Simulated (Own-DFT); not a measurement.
# Strain and stress in wurtzite AlGaN with randomly placed atoms, 128 atoms (Al24Ga40N64)

Calculated results; nothing here was measured. They come from Own-DFT, an in-house plane-wave density functional program, since retired, whose code no person has reviewed. Each row is one single-point run on a periodic cell that was not relaxed, without spin or spin-orbit coupling.

Settings of every run: PBE; PseudoDojo norm-conserving scalar-relativistic files; cutoff 42 hartree; 3 x 3 x 3 k mesh centred on Gamma; Fermi-Dirac smearing of 0.05 eV.

Known limits: forces on such cells passed a denser k mesh, each cell not checked; stress not checked against mesh or cutoff.

Unstrained cell vectors in Å: (12.640, 0.000, 0.000); (-6.320, 10.947, 0.000); (0.000, 0.000, 10.218). The unstrained cell has measured lattice constants (interpolated for alloys), not those of this functional. That, the random moves and any unrelaxed bonds set the pressure at no strain. Each run strains this cell uniformly, with the atoms carried along. Every atom was also moved at random, by a Gaussian of width 0.05 Å on each axis. The random placing of the alloy's atoms differs from row to row. Strain is the symmetric tensor, in per cent. Stress is positive in tension, and the pressure is minus a third of its trace.

```
run  e_xx (%)  e_yy (%)  e_zz (%)  s_xx (GPa)  s_yy (GPa)  s_zz (GPa)  P (GPa)  E (meV/atom)
  1      1.50      1.50      0.00        0.51        1.22       -5.72     1.33           0.0
  2     -0.50     -0.50      0.00       -9.34      -10.42       -8.69     9.48          21.6
  3      2.50      2.50      0.00        5.34        5.65       -5.58    -1.80          13.5
  4     -0.25     -0.25      0.00       -8.28       -8.75       -8.44     8.49          20.2
  5     -0.25     -0.25      0.00       -9.02       -9.66       -6.28     8.32          15.6
  6     -2.25     -2.25      0.00      -21.13      -21.66      -11.82    18.20          62.4
  7     -2.25     -2.25      0.00      -22.03      -21.07      -11.77    18.29          66.4
  8     -1.75     -1.75      0.00           ?           ?           ?        ?             ?
```

E is the free energy for each atom above the lowest run shown.

## Worked fit

The change of volume is close to e_xx + e_yy + e_zz. A straight line through the runs shown gives P = 8.04 - 215 x (fractional change of volume) GPa, with an error of 10 on the slope and a scatter of 0.83 GPa. The strain isn't the same on all axes and the cell isn't cubic, so the slope belongs to this path and is not the bulk modulus.

## Withheld run

Question: what pressure should run 8 give? Its volume changes by -3.47 %.

The line gives 15.5 GPa. The calculation gave 15.25 GPa.
